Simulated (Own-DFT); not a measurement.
# Biaxial strain at fixed height in wurtzite AlN, 72 atoms (Al36N36)

No measurement is shown. These are fixed-geometry runs of a retired plane-wave code named Own-DFT, which no person has reviewed; spin and spin-orbit coupling are neglected.

Method: PBE; PseudoDojo norm-conserving scalar-relativistic files; cutoff 42 hartree; 4 x 4 x 3 k mesh centred on Gamma; Gaussian smearing of 0.01 eV.

Keep in mind: k mesh not checked against a denser one; stress not checked against mesh or cutoff.

Unstrained cell vectors in Å: (9.336, 0.000, 0.000); (-4.668, 8.085, 0.000); (0.000, 0.000, 9.964). The unstrained cell has measured lattice constants (interpolated for alloys), not those of this functional. That, the random moves and any unrelaxed bonds set the pressure at no strain. Each run strains x and y alike by e, as a substrate would, and holds the height along z. Each atom got a random Gaussian move of width 0.05 Å along each axis. Stress is positive in tension.

| e (%) | u (Å) | (s_xx + s_yy)/2 (GPa) | s_zz (GPa) |
|---|---|---|---|
| -2.50 | 0.045 | -22.06 | -9.41 |
| -2.25 | 0.049 | -20.22 | -8.54 |
| -2.00 | 0.053 | -18.58 | -8.54 |
| -1.50 | 0.055 | -15.63 | -7.25 |
| -1.25 | 0.047 | ? | ? |
| -0.50 | 0.053 | -9.13 | -6.66 |
| -0.25 | 0.051 | -7.54 | -5.86 |
| 1.50 | 0.050 | 2.90 | -5.63 |
| 1.75 | 0.051 | 4.20 | -4.54 |
| 3.00 | 0.048 | 9.20 | -1.32 |

## Analysis

With e as a fraction, the in-plane stress is -5.8 + 591 e - 2570 e² GPa (errors 7 and 485, scatter 0.39), and s_zz is -6.1 + 120 e GPa (slope ± 14, scatter 0.79). At e = 0 the first slope is C11 + C12 and the second 2 C13, both with the ions held to the strained lattice and at the cell's own pressure. The term in e² is negative: the layer stiffens under compression and softens under tension. A free layer would change its height as e changes, and the in-plane slope would drop by 2 C13²/C33 to the biaxial modulus. At fixed height, a misfit of 1 % moves the in-plane stress by about 5.9 GPa and s_zz by 1.2 GPa.

## The run left out

Question: what are the two stresses at e = -1.25 %?

Estimate: -13.6 and -7.5 GPa. The hidden result is -12.66 and -7.47 GPa.
